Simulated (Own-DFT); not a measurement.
# Point defects and the pressure they add: C40 NbSi2

The numbers are computed, not measured, by runs of the plane-wave DFT program Own-DFT (in-house, retired, unreviewed) at fixed positions, with no spin and no spin-orbit coupling.

Method: PBE; PseudoDojo norm-conserving scalar-relativistic files; cutoff 42 hartree; 4 x 4 x 5 k mesh centred on Gamma; cold (Marzari-Vanderbilt) smearing of 0.2 eV.

Keep in mind: forces on such cells failed a check on a denser k mesh; stress not checked against mesh or cutoff.

All runs share one cell, with vectors in Å (0.000, 8.324, 0.000); (-9.613, 0.000, 0.000); (0.000, 0.000, 6.586) and a volume of 527.0 Å³. u is the rms random offset of the atoms per axis. The defect's site can differ from row to row.

```
                    cell   formula   u (Å)  P (GPa)
               no defect  Nb12Si24  0.0171     1.43
               no defect  Nb12Si24  0.0205     1.52
               no defect  Nb12Si24  0.0497     2.52
          one Si vacancy  Nb12Si23  0.0302     0.93
          one Si vacancy  Nb12Si23  0.0330     1.22
          one Si vacancy  Nb12Si23  0.0461     1.67
two Nb on a Si site each  Nb14Si22  0.0290     7.59
two Nb on a Si site each  Nb14Si22  0.0460     8.23
two Nb on a Si site each  Nb14Si22  0.0550     9.01
two Si on a Nb site each  Nb10Si26  0.0307     1.66
two Si on a Nb site each  Nb10Si26  0.0316        ?
two Si on a Nb site each  Nb10Si26  0.0457     2.29
two Si on a Nb site each  Nb10Si26  0.0514     2.18
```

## Worked fit

P = P0 + c u² + a shift for each defect gives P0 = 1.28 GPa, c = 518 ± 57 GPa/Å² and a scatter of 0.16 GPa. The shifts, and each times the cell's volume:

- two Nb on a Si site each: 5.97 ± 0.14 GPa, 19.6 eV (9.8 eV for each of its 2 sites)
- two Si on a Nb site each: -0.21 ± 0.14 GPa, -0.7 eV (-0.4 eV for each of its 2 sites) (not resolved)
- one Si vacancy: -0.72 ± 0.13 GPa, -2.4 eV

A positive shift means that the defect pushes the cell outwards. Shift times volume (160.2 GPa Å³ is 1 eV) depends little on the cell's size, so, taken for each site, it can be compared between cells at like pressure. The atoms around the defects weren't relaxed, which would change these numbers.

## Check

Q: what pressure belongs in the blank (two Si on a Nb site each, u = 0.0316 Å)?

The fitted form gives 1.58 ± 0.19 GPa. The calculation gave 1.65 GPa.
